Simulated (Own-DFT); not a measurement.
# Response to strain: diamond-structure GeSn with randomly placed atoms, 64 atoms (Ge60Sn4)

Calculated results; nothing here was measured. They come from Own-DFT, an in-house plane-wave density functional program, since retired, whose code no person has reviewed. Each row is one single-point run on a periodic cell that was not relaxed, without spin or spin-orbit coupling.

Settings of every run: PBE; PseudoDojo norm-conserving scalar-relativistic files; cutoff 49 hartree; 3 x 3 x 3 k mesh centred on Gamma; Fermi-Dirac smearing of 0.1 eV.

Known limits: forces on such cells moved up to 12 meV/angstrom on a denser k mesh; stress not checked against mesh or cutoff.

Unstrained cell vectors in Å: (11.420, 0.000, 0.000); (0.000, 11.420, 0.000); (0.000, 0.000, 11.420). The unstrained cell has measured lattice constants (interpolated for alloys), not those of this functional. That, the random moves and any unrelaxed bonds set the pressure at no strain. Each run strains this cell uniformly, with the atoms carried along. Every atom was also moved at random, by a Gaussian of width 0.05 Å on each axis. The random placing of the alloy's atoms differs from row to row. Strain is the symmetric tensor, in per cent. Stress is positive in tension, and the pressure is minus a third of its trace.

| run | e_xx (%) | e_yy (%) | e_zz (%) | s_xx (GPa) | s_yy (GPa) | s_zz (GPa) | P (GPa) | E (meV/atom) |
|---|---|---|---|---|---|---|---|---|
| 1 | -2.00 | -2.00 | 0.00 | -8.44 | -8.53 | -7.14 | 8.04 | 55.3 |
| 2 | 0.25 | 0.25 | 0.00 | -4.54 | -4.52 | -4.82 | 4.62 | 36.2 |
| 3 | 3.00 | 3.00 | 0.00 | -0.51 | -0.52 | -2.09 | 1.04 | 18.9 |
| 4 | -0.50 | -0.50 | 0.00 | -5.71 | -5.78 | -5.27 | 5.59 | 34.5 |
| 5 | -2.75 | -2.75 | 0.00 | -10.08 | -10.05 | -8.24 | 9.46 | 73.7 |
| 6 | 2.75 | 2.75 | 0.00 | -0.51 | -0.50 | -2.07 | 1.03 | 0.0 |
| 7 | 0.50 | 0.50 | 0.00 | -3.92 | -3.98 | -4.26 | 4.05 | 20.9 |
| 8 | -1.25 | -1.25 | 0.00 | -7.04 | -7.07 | -6.38 | 6.83 | 47.1 |
| 9 | -1.75 | -1.75 | 0.00 | ? | ? | ? | ? | ? |

E is the free energy for each atom above the lowest run shown.

## Worked fit

The change of volume is close to e_xx + e_yy + e_zz. A straight line through the runs shown gives P = 5.11 - 73 x (fractional change of volume) GPa, with an error of 3 on the slope and a scatter of 0.28 GPa. The strain isn't the same on all axes, but the crystal is cubic, so the slope still estimates the bulk modulus, averaged over pressures from 1.0 to 9.5 GPa.

## Withheld run

Question: what pressure should run 9 give? Its volume changes by -3.47 %.

The line gives 7.6 GPa. The calculation gave 8.03 GPa.
